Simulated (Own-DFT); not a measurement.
# How strain changes the stress of diamond silicon, 64 atoms (Si64)

All numbers below are calculated, not measured. The program, named Own-DFT, is a retired in-house plane-wave density functional code that no person has reviewed. Each row is one single-point run on a periodic cell that was not relaxed, without spin or spin-orbit coupling.

Settings of every run: PBE; PseudoDojo norm-conserving scalar-relativistic files; cutoff 20 hartree; 3 x 3 x 3 k mesh centred on Gamma; Fermi-Dirac smearing of 0.1 eV.

Known limits: k mesh not checked against a denser one; stress not checked against mesh or cutoff.

Unstrained cell vectors in Å: (10.862, 0.000, 0.000); (0.000, 10.862, 0.000); (0.000, 0.000, 10.862). The unstrained cell has measured lattice constants (interpolated for alloys), not those of this functional. That, the random moves and any unrelaxed bonds set the pressure at no strain. Each run strains this cell uniformly, with the atoms carried along. Every atom was also moved at random, by a Gaussian of width 0.05 Å on each axis. Strain is the symmetric tensor, in per cent. Stress is positive in tension, and the pressure is minus a third of its trace.

```
run,e_xx (%),e_yy (%),e_zz (%),e_yz (%),e_xz (%),e_xy (%),s_xx (GPa),s_yy (GPa),s_zz (GPa),s_yz (GPa),s_xz (GPa),s_xy (GPa),P (GPa),E (meV/atom)
1,0.92,-0.18,-0.35,1.65,-1.05,-0.64,-1.45,-2.58,-2.76,2.81,-1.96,-1.62,2.27,4.3
2,-1.78,-0.71,-0.44,1.88,0.67,0.38,-6.29,-5.50,-5.15,3.84,0.73,0.52,5.65,22.3
3,-1.08,-0.80,0.89,0.31,-1.83,-1.08,-4.51,-4.15,-2.61,0.35,-3.66,-3.37,3.76,17.7
4,-1.02,-0.10,1.16,-1.24,0.71,0.54,-3.63,-2.90,-1.67,-1.84,1.43,2.07,2.73,19.0
5,1.92,0.28,0.64,-0.56,1.85,1.68,0.53,-0.81,-0.67,-1.20,4.46,3.30,0.32,13.5
6,0.41,0.23,1.84,1.91,-0.63,-0.47,-0.75,-1.11,0.52,3.18,-1.10,-1.79,0.45,9.7
7,1.48,-0.28,-0.88,0.59,-0.35,1.52,-1.11,-2.63,-3.08,1.49,-0.68,3.61,2.27,4.2
8,1.04,-0.28,1.86,-0.73,1.74,-1.48,-0.29,-1.35,0.52,-0.21,3.30,-3.20,0.37,11.9
9,1.98,-1.60,1.70,-0.89,1.50,-0.67,0.31,-2.78,0.03,-1.96,3.38,-1.16,0.81,11.3
10,-0.50,-0.34,0.99,1.12,0.99,-0.56,-3.02,-2.80,-1.62,2.45,2.42,-1.01,2.48,7.8
11,-0.91,1.58,0.50,-0.43,-0.07,-1.94,-2.69,-0.55,-1.51,-0.61,-1.00,-4.00,1.59,8.6
12,1.70,1.83,-0.01,-0.76,0.19,1.98,1.00,1.20,-0.47,-1.11,0.04,3.78,-0.58,0.0
13,-1.86,0.84,-0.90,-1.10,0.68,0.39,-5.56,-3.04,-4.87,-2.60,0.81,1.69,4.49,11.0
14,0.85,-1.70,-1.49,1.01,-0.94,-1.39,-3.45,-5.93,-5.72,2.26,-2.14,-3.24,5.04,18.8
15,0.78,1.79,-1.91,-0.83,-1.47,-1.16,-1.53,-0.52,-3.67,-1.31,-3.41,-2.00,1.91,2.1
16,-0.62,1.78,1.70,0.27,-1.11,1.74,-1.43,0.61,0.51,0.70,-2.33,3.91,0.11,6.5
17,0.24,-1.83,-0.41,-0.86,0.07,1.51,-3.84,-5.75,-4.54,-2.84,0.08,3.89,4.71,15.9
18,-1.92,-0.53,0.54,-0.27,1.87,-1.11,?,?,?,?,?,?,?,?
```

E is the free energy for each atom above the lowest run shown.

## Worked fit

Each stress component was fitted by least squares to a constant and the strains of the runs shown, as fractions, with shears doubled. Shear strains stay in the fit of a normal stress only where such slopes are resolved. The slopes, in GPa:

```
stress  at no strain  per e_xx  per e_yy  per e_zz  scatter
  s_xx          -2.7   152 ± 2    66 ± 2    60 ± 2     0.12
  s_yy          -2.7    66 ± 3   157 ± 3    61 ± 3     0.13
  s_zz          -2.8    65 ± 3    69 ± 3   150 ± 3     0.16
```

Each shear stress against twice its own strain: yz 99 ± 7, xz 100 ± 4, xy 109 ± 5 GPa. These are stiffnesses along x, y and z of the frame in which the cell vectors are given, which need not be the crystal's axes. The atoms are held to the strained lattice; where symmetry lets them move under strain, relaxing them would lower some slopes. The table should be nearly symmetric about its diagonal, and what it lacks of that shows the noise. A ninth of its sum, 94 ± 2 GPa, estimates the bulk modulus near the mean pressure of these runs, 2.3 GPa, so it lies above the value at zero pressure.

## Withheld run

Question: what normal stresses and pressure should run 18 give?

The fit gives s_xx = -5.7, s_yy = -4.5, s_zz = -3.6 and P = 4.6 GPa. The calculation gave -5.75, -4.53, -3.73 and P = 4.67 GPa.
